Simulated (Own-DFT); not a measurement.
# Bulk modulus against bond length in tetrahedral crystals

Calculated, not measured: single-point runs of Own-DFT, a retired in-house plane-wave DFT program that no person has reviewed, on unrelaxed cells, without spin or spin-orbit coupling.

Keep in mind (not all hold for every row): forces not confirmed at this smearing and k mesh; k mesh not checked against a denser one; forces on such cells passed a denser k mesh, each cell not checked; stress not checked against mesh or cutoff.

All runs are PBE with PseudoDojo norm-conserving files; cutoff and k mesh are each material's own. Every cell starts from measured lattice constants and was given uniform random strains and small random moves of its atoms. Each triple is the change of volume in per cent, the rms move u in Å and the pressure in GPa.

- 2H SiC (C36Si36), 10.36 Å³/atom unstrained: (-2.07, 0.054, 11.24); (-1.79, 0.053, 10.28); (-1.60, 0.045, 8.49); (1.28, 0.049, 2.55); (1.48, 0.049, 3.28); (3.03, 0.048, -1.29); (3.78, 0.050, -2.81)
- wurtzite AlN (Al64N64), 10.45 Å³/atom unstrained: withheld
- wurtzite GaN (Ga36N36), 11.42 Å³/atom unstrained: (-2.71, 0.049, 12.80); (-2.02, 0.049, 11.77); (-0.21, 0.050, 7.82); (1.07, 0.047, 4.89); (1.53, 0.047, 4.19); (2.36, 0.051, 3.07); (2.55, 0.051, 2.17)
- diamond silicon (Si64), 20.02 Å³/atom unstrained: (-1.74, 0.046, 4.26); (-0.97, 0.050, 3.89); (-0.80, 0.051, 3.40); (-0.21, 0.050, 2.70); (2.13, 0.048, 0.70); (2.16, 0.046, 0.49); (3.91, 0.048, -0.97)
- zincblende GaP (Ga32P32), 20.24 Å³/atom unstrained: (-2.58, 0.048, 6.04); (-1.87, 0.053, 5.19); (-1.20, 0.045, 4.46); (-0.77, 0.050, 4.28); (-0.33, 0.051, 3.76); (1.08, 0.050, 2.60); (2.19, 0.050, 1.36)
- zincblende InP (In48P48), 25.27 Å³/atom unstrained: (-3.15, 0.049, 6.23); (-1.89, 0.052, 5.17); (-0.06, 0.047, 3.83); (0.79, 0.049, 3.13); (1.06, 0.051, 3.00); (1.21, 0.051, 2.77); (1.36, 0.052, 2.77)

## What the rows give

Fit a line to each set against the fractional change of volume; B is minus its slope, and u is nearly the same within a set. To take it to zero pressure, assume that B rises by 4 GPa for each GPa: B0 = B - 4 x (mean pressure). The bond length of an ideal tetrahedral crystal with the unstrained volume v is d = (√3/4)(8 v)^(1/3). Cohen's empirical rule reads B0 = (1971 - 220 L) d^(-3.5) GPa, with L = 0 for group IV crystals and SiC and 1 for III-V compounds.

| material | L | d (Å) | B (GPa) | mean P (GPa) | B0 (GPa) | rule (GPa) |
|---|---|---|---|---|---|---|
| 2H SiC (C36Si36) | 0 | 1.888 | 230 ± 12 | 4.5 | 212 ± 12 | 213 |
| wurtzite AlN (Al64N64) | 1 | 1.893 | ? | ? | ? | 188 |
| wurtzite GaN (Ga36N36) | 1 | 1.950 | 203 ± 6 | 6.7 | 176 ± 6 | 169 |
| diamond silicon (Si64) | 0 | 2.352 | 95 ± 3 | 2.1 | 87 ± 3 | 99 |
| zincblende GaP (Ga32P32) | 1 | 2.360 | 95 ± 3 | 4.0 | 79 ± 3 | 87 |
| zincblende InP (In48P48) | 1 | 2.541 | 77 ± 1 | 3.8 | 62 ± 1 | 67 |

A line through ln[B0/(1971 - 220 L)] against ln d has a slope of -3.9 ± 0.2 and a scatter of 4 %. Against the rule, B0 stands at 99 % for 2H SiC, 104 % for wurtzite GaN, 88 % for diamond silicon, 91 % for zincblende GaP, 92 % for zincblende InP. PBE tends to make silicon and heavier crystals too soft, and the rule itself is only a guide.

## Prediction

The question: what B0 does the fitted trend give for wurtzite AlN (Al64N64)?

The straight line predicts 190 GPa. Its own runs give B = 225 ± 5 GPa at a mean pressure of 6.2 GPa, so B0 = 200 GPa.
